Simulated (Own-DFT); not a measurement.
# Response to strain: beta-Si3N4, 112 atoms (N64Si48)

All numbers below are calculated, not measured. The program, named Own-DFT, is a retired in-house plane-wave density functional code that no person has reviewed. Each row is one single-point run on a periodic cell that was not relaxed, without spin or spin-orbit coupling.

Settings of every run: PBE; PseudoDojo norm-conserving scalar-relativistic files; cutoff 42 hartree; 2 x 2 x 4 k mesh centred on Gamma; Fermi-Dirac smearing of 0.1 eV.

Known limits, some of them of some rows only: some atoms lie very close together; forces on such cells moved up to 12 meV/angstrom on a denser k mesh; stress not checked against mesh or cutoff.

Unstrained cell vectors in Å: (15.212, 0.000, 0.000); (-7.606, 13.174, 0.000); (0.000, 0.000, 5.818). The unstrained cell has measured lattice constants (interpolated for alloys), not those of this functional. That, the random moves and any unrelaxed bonds set the pressure at no strain. Each run strains this cell uniformly, with the atoms carried along. Every atom was also moved at random, by a Gaussian of width 0.05 Å on each axis. Strain is the symmetric tensor, in per cent. Stress is positive in tension, and the pressure is minus a third of its trace.

```
run,e_xx (%),e_yy (%),e_zz (%),e_yz (%),e_xz (%),e_xy (%),s_xx (GPa),s_yy (GPa),s_zz (GPa),s_yz (GPa),s_xz (GPa),s_xy (GPa),P (GPa),E (meV/atom)
1,0.94,1.31,-0.14,1.43,-1.64,-0.61,-1.43,0.49,-10.24,5.25,-4.75,-2.53,3.73,30.6
2,-1.55,-1.98,1.23,0.06,0.28,0.11,-17.17,-18.97,-4.53,-0.46,-0.87,1.87,13.55,15.3
3,0.18,-0.61,1.87,0.02,1.83,1.85,-7.64,-9.99,2.35,-0.12,6.37,6.94,5.09,31.7
4,0.73,-0.69,-0.55,1.91,-1.93,-0.96,-5.95,-12.52,-13.48,5.81,-6.15,-5.41,10.65,44.0
5,-1.82,0.33,0.46,0.30,-1.35,0.13,-16.00,-6.36,-7.82,0.09,-4.93,1.53,10.06,8.8
6,-1.09,0.01,-1.10,-0.92,1.35,0.71,-14.74,-9.45,-20.87,-3.59,6.01,3.47,15.02,51.2
7,1.74,-1.38,0.20,1.57,1.06,-1.53,1.40,-13.40,-9.16,5.12,4.58,-4.50,7.05,24.7
8,0.13,1.16,1.52,-0.61,-0.33,0.46,-2.90,1.21,-1.35,-1.26,-1.43,0.62,1.01,0.0
9,1.14,-0.65,0.92,0.20,0.05,1.81,0.12,-6.92,-5.60,0.82,0.13,6.96,4.13,7.9
10,1.72,-1.45,-0.83,0.50,1.95,-1.92,-2.26,-13.27,-16.51,1.94,5.03,-7.90,10.68,61.1
11,0.00,-0.29,-0.35,0.49,1.95,-1.95,-11.87,-9.01,-10.42,1.75,6.33,-7.81,10.43,40.9
12,1.32,-1.58,-0.76,-1.07,0.21,0.80,-4.36,-15.11,-16.17,-3.42,1.89,2.70,11.88,48.4
13,-0.21,-1.68,1.20,-0.16,0.76,1.25,-11.57,-16.52,-4.30,-2.47,4.21,7.32,10.80,52.7
14,-0.11,-0.85,1.46,-0.36,-1.96,0.25,-7.59,-9.69,-2.88,-2.61,-5.61,1.87,6.72,25.5
15,-0.87,-0.02,0.84,-0.31,1.61,-0.27,?,?,?,?,?,?,?,?
```

E is the free energy for each atom above the lowest run shown.

## Worked fit

Each stress component was fitted by least squares to a constant and the strains of the runs shown, as fractions, with shears doubled. Shear strains stay in the fit of a normal stress only where such slopes are resolved. The slopes, in GPa:

```
stress,at no strain,per e_xx,per e_yy,per e_zz,scatter
s_xx,-8.1,550 ± 40,155 ± 42,134 ± 44,1.54
s_yy,-7.2,114 ± 28,564 ± 30,99 ± 31,1.08
s_zz,-10.8,53 ± 37,51 ± 39,651 ± 41,1.43
```

Each shear stress against twice its own strain: yz 160 ± 14, xz 162 ± 14, xy 195 ± 19 GPa. These are stiffnesses along x, y and z of the frame in which the cell vectors are given, which need not be the crystal's axes. The atoms are held to the strained lattice; where symmetry lets them move under strain, relaxing them would lower some slopes. The table should be nearly symmetric about its diagonal, and what it lacks of that shows the noise. A ninth of its sum, 263 ± 13 GPa, estimates the bulk modulus near the mean pressure of these runs, 8.6 GPa, so it lies above the value at zero pressure.

## Withheld run

Question: what normal stresses and pressure should run 15 give?

The fit gives s_xx = -11.8, s_yy = -7.5, s_zz = -5.9 and P = 8.4 GPa. The calculation gave -11.02, -8.02, -6.88 and P = 8.64 GPa.
